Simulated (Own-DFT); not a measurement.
# Strain and stress in wurtzite AlGaN with randomly placed atoms, 72 atoms (Al27Ga9N36)

Calculated results; nothing here was measured. They come from Own-DFT, an in-house plane-wave density functional program, since retired, whose code no person has reviewed. Each row is one single-point run on a periodic cell that was not relaxed, without spin or spin-orbit coupling.

Settings of every run: PBE; PseudoDojo norm-conserving scalar-relativistic files (stringent for Ga); cutoff 96 hartree; 4 x 4 x 3 k mesh centred on Gamma; Gaussian smearing of 0.01 eV.

Known limits: forces on such cells passed a denser k mesh, each cell not checked; stress not checked against mesh or cutoff.

Unstrained cell vectors in Å: (9.394, 0.000, 0.000); (-4.697, 8.135, 0.000); (0.000, 0.000, 10.065). The unstrained cell has measured lattice constants (interpolated for alloys), not those of this functional. That, the random moves and any unrelaxed bonds set the pressure at no strain. Each run strains this cell uniformly, with the atoms carried along. Every atom was also moved at random, by a Gaussian of width 0.05 Å on each axis. The random placing of the alloy's atoms differs from row to row. Strain is the symmetric tensor, in per cent. Stress is positive in tension, and the pressure is minus a third of its trace.

```
run  e_xx (%)  e_yy (%)  e_zz (%)  s_xx (GPa)  s_yy (GPa)  s_zz (GPa)  P (GPa)  E (meV/atom)
  1      0.00      0.00      2.75       -5.20       -3.10        4.99     1.10           8.3
  2      0.00      0.00     -0.25       -6.93       -4.17       -9.52     6.87          12.1
  3      0.00      0.00      2.00       -6.22       -2.92        2.01     2.38           0.0
  4      0.00      0.00     -1.75       -7.19       -5.29      -16.81     9.77          15.3
  5      0.00      0.00     -1.00       -5.85       -8.82       -9.26     7.98           7.5
  6      0.00      0.00      1.25       -4.16       -6.55       -1.10     3.94           9.2
  7      0.00      0.00     -1.25       -5.74       -7.05      -15.22     9.34          33.6
  8      0.00      0.00     -2.00       -8.16       -7.44      -16.40    10.66          26.8
  9      0.00      0.00      1.50           ?           ?           ?        ?             ?
```

E is the free energy for each atom above the lowest run shown.

## Worked fit

The change of volume is close to e_xx + e_yy + e_zz. A straight line through the runs shown gives P = 6.44 - 199 x (fractional change of volume) GPa, with an error of 6 on the slope and a scatter of 0.28 GPa. The strain isn't the same on all axes and the cell isn't cubic, so the slope belongs to this path and is not the bulk modulus.

## Withheld run

Question: what pressure should run 9 give? Its volume changes by 1.50 %.

The line gives 3.5 GPa. The calculation gave 3.30 GPa.
